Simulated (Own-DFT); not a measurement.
# Which arrangement is lower? Al2C36Si34, 72 atoms

These are calculations, not measurements. The program, named Own-DFT, is a retired in-house plane-wave density functional code that no person has reviewed. Each row is one single-point run on a periodic cell that was not relaxed, without spin or spin-orbit coupling.

Settings of every run: PBE; PseudoDojo norm-conserving scalar-relativistic files; cutoff 42 hartree; 4 x 4 x 3 k mesh centred on Gamma; Fermi-Dirac smearing of 0.1 eV.

Known limits: not probed for a lower state with spin; forces on such cells passed a denser k mesh, each cell not checked; stress not checked against mesh or cutoff.

All cells hold the same atoms in the same cell, with vectors in Å (9.248, 0.000, 0.000); (-4.624, 8.009, 0.000); (0.000, 0.000, 10.068). Every atom was moved at random from its ideal site; u is the rms move along one axis. The defect's site can differ from row to row. E is the free energy of the cell above the lowest run. The arrangements:

- A: 4H SiC, with two Al on a Si site each, 3.1 Å apart
- B: 2H SiC, with two Al on a Si site each, 3.1 Å apart

| arrangement | u (Å) | E (eV) | P (GPa) |
|---|---|---|---|
| A | 0.0297 | 0.214 | 5.72 |
| A | 0.0304 | 0.000 | 5.69 |
| A | 0.0320 | 1.005 | 6.04 |
| A | 0.0497 | 4.720 | 7.56 |
| A | 0.0503 | 4.943 | 7.77 |
| A | 0.0518 | 5.296 | 7.57 |
| B | 0.0287 | 0.288 | 5.87 |
| B | 0.0313 | 0.710 | 5.98 |
| B | 0.0317 | 0.689 | 6.02 |
| B | 0.0486 | 3.593 | 6.85 |
| B | 0.0503 | 4.027 | 6.81 |
| B | 0.0521 | 5.923 | 7.73 |

Question: once the cost of the random moves is taken out, how do the arrangements rank?

## Worked answer

Fit E = a + b u², with one b for all and one a for each arrangement, and with residuals divided by u², since the noise grows with the moves. Then b = 2669 eV/Å², the scatter at u = 0.04 Å is 0.40 eV, and against A:

- B: 0.12 ± 0.18 eV (not told apart from A)

These are energies of unrelaxed cells. Relaxing the atoms lowers the strained arrangements most, so the gaps would shrink and small ones could change sign.
